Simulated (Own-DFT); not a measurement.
# Two functionals across a range of volumes: diamond-structure SiGeSn with randomly placed atoms, 64 atoms (Ge52Si8Sn4)

Calculated, not measured: single-point runs of Own-DFT, a retired in-house plane-wave DFT program that no person has reviewed, on unrelaxed cells, without spin or spin-orbit coupling.

Caveats: forces on such cells moved up to 12 meV/angstrom on a denser k mesh; stress not checked against mesh or cutoff.

Each geometry was run with PBE and with PBEsol, otherwise alike: PseudoDojo norm-conserving scalar-relativistic files made for PBE; cutoff 49 hartree; 3 x 3 x 3 k mesh centred on Gamma; Fermi-Dirac smearing of 0.1 eV. Unstrained cell vectors in Å: (11.363, 0.000, 0.000); (0.000, 11.363, 0.000); (0.000, 0.000, 11.363). Each has a uniform strain, of which the change of volume is shown, and random moves of rms u per axis. The random placing of the alloy's atoms differs from row to row.

```
run  volume change (%)   u (Å)  P with PBE (GPa)  P with PBEsol (GPa)
  1              -0.50  0.0490              5.05                 2.18
  2              -0.50  0.0481              5.06                 2.20
  3              -0.50  0.0483              4.96                 2.09
  4              -3.96  0.0481              7.97                 4.90
  5              -1.00  0.0520              5.42                 2.52
  6              -1.99  0.0422              5.92                 2.97
  7              -1.49  0.0537              5.83                 2.90
  8              -1.00  0.0487              5.26                 2.37
  9              -4.94  0.0451              8.81                 5.69
 10              -1.00  0.0528              5.47                    ?
```

The question: by how much does PBEsol shrink this cell, and what belongs in the blank?

## Solution

Write v for the change of volume as a fraction. Fitted to v and u², the PBE pressure has a slope of -88 ± 3 GPa in v, with the ions held to the strained lattice. The difference PBEsol less PBE is -2.84 + 5.8 v GPa (slope ± 0.1) and averages -2.94 GPa. Divided by the mean slope of the two, 85 GPa, that makes PBEsol's volume at a given pressure, near 5 GPa, about 3.5 % smaller, or 1.16 % in lengths. At one volume PBEsol's slope is the smaller by 6 GPa, but its pressure there is lower too. If stiffness rises by about 4 GPa for each GPa, PBEsol at equal pressure is stiffer by about 6 GPa. Files made for PBEsol would give a different shift.

For run 10 the line gives 2.58 GPa. The calculation gave 2.57 GPa.
